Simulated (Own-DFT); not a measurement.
# How strain changes the stress of wurtzite GaN, 96 atoms (Ga48N48)

Calculated results; nothing here was measured. The program, named Own-DFT, is a retired in-house plane-wave density functional code that no person has reviewed. Each row is one single-point run on a periodic cell that was not relaxed, without spin or spin-orbit coupling.

Settings of every run: PBE; PseudoDojo norm-conserving scalar-relativistic files (stringent for Ga); cutoff 96 hartree; 3 x 4 x 3 k mesh centred on Gamma; Gaussian smearing of 0.01 eV.

Known limits: forces on such cells passed a denser k mesh, each cell not checked; stress not checked against mesh or cutoff.

Unstrained cell vectors in Å: (12.756, 0.000, 0.000); (-4.783, 8.285, 0.000); (0.000, 0.000, 10.370). The unstrained cell has measured lattice constants (interpolated for alloys), not those of this functional. That, the random moves and any unrelaxed bonds set the pressure at no strain. Each run strains this cell uniformly, with the atoms carried along. Every atom was also moved at random, by a Gaussian of width 0.05 Å on each axis. Strain is the symmetric tensor, in per cent. Stress is positive in tension, and the pressure is minus a third of its trace.

```
run,e_xx (%),e_yy (%),e_zz (%),e_yz (%),e_xz (%),e_xy (%),s_xx (GPa),s_yy (GPa),s_zz (GPa),s_yz (GPa),s_xz (GPa),s_xy (GPa),P (GPa),E (meV/atom)
1,-1.06,1.63,-0.77,1.69,1.97,1.02,-9.63,-2.00,-11.03,2.96,4.39,3.58,7.55,11.3
2,-0.29,0.89,-0.55,1.33,-1.59,-0.54,-7.02,-3.88,-10.03,3.02,-2.95,-1.56,6.98,9.0
3,1.89,-1.34,0.43,0.84,-0.61,1.74,-1.44,-9.16,-5.49,1.70,-1.97,5.61,5.36,10.4
4,-0.91,-0.28,-0.90,0.39,0.69,1.95,-13.25,-10.20,-14.02,0.35,2.43,7.20,12.49,48.4
5,-0.81,-1.44,1.99,-0.86,1.58,0.86,-9.64,-13.40,-0.39,-2.43,3.06,3.13,7.81,15.6
6,1.06,-0.75,-0.51,1.36,0.95,0.26,-3.39,-8.69,-11.07,3.49,1.74,0.92,7.72,14.3
7,1.60,0.63,-1.57,0.73,1.83,0.51,-0.90,-3.59,-14.16,1.54,4.24,0.81,6.22,22.3
8,1.77,-0.72,1.42,0.15,1.36,-1.84,-0.87,-7.93,-0.20,0.42,3.39,-6.12,3.00,17.2
9,-0.17,-0.71,-1.10,1.57,-0.97,1.28,-9.73,-10.72,-13.12,3.41,-1.71,4.04,11.19,21.7
10,0.36,-0.36,0.58,1.46,-0.73,-0.49,-5.94,-8.49,-3.61,2.60,-1.78,-1.19,6.01,10.0
11,-0.96,1.37,1.38,1.46,1.75,1.30,-9.28,-1.59,-2.32,3.26,3.08,3.66,4.40,26.5
12,-1.14,1.61,-1.34,1.05,-1.24,-1.13,-10.64,-2.87,-14.87,3.10,-3.07,-1.58,9.46,30.2
13,-0.04,0.98,1.07,-0.43,1.04,0.73,-6.43,-2.17,-1.44,-1.15,2.96,3.65,3.35,0.0
14,1.58,-1.95,1.63,-1.22,1.48,1.70,-1.62,-13.05,-1.28,-2.48,3.27,5.60,5.32,20.9
15,-0.35,0.99,-0.30,-1.78,0.35,-0.92,-6.68,-2.88,-9.62,-2.60,0.32,-2.26,6.39,9.4
16,1.64,-0.14,-1.35,-1.45,0.30,0.15,?,?,?,?,?,?,?,?
```

E is the free energy for each atom above the lowest run shown.

## Worked fit

Each stress component was fitted by least squares to a constant and the strains of the runs shown, as fractions, with shears doubled. Shear strains stay in the fit of a normal stress only where such slopes are resolved. The slopes, in GPa:

```
stress,at no strain,per e_xx,per e_yy,per e_zz,scatter
s_xx,-7.2,392 ± 26,107 ± 27,60 ± 22,0.87
s_yy,-7.1,129 ± 16,426 ± 17,48 ± 14,0.56
s_zz,-8.1,82 ± 26,74 ± 27,480 ± 22,0.87
```

Each shear stress against twice its own strain: yz 96 ± 7, xz 111 ± 9, xy 159 ± 9 GPa. These are stiffnesses along x, y and z of the frame in which the cell vectors are given, which need not be the crystal's axes. The atoms are held to the strained lattice; where symmetry lets them move under strain, relaxing them would lower some slopes. The table should be nearly symmetric about its diagonal, and what it lacks of that shows the noise. A ninth of its sum, 200 ± 8 GPa, estimates the bulk modulus near the mean pressure of these runs, 6.9 GPa, so it lies above the value at zero pressure.

## Withheld run

Question: what normal stresses and pressure should run 16 give?

The fit gives s_xx = -1.7, s_yy = -6.3, s_zz = -13.4 and P = 7.1 GPa. The calculation gave -2.67, -5.90, -12.53 and P = 7.03 GPa.
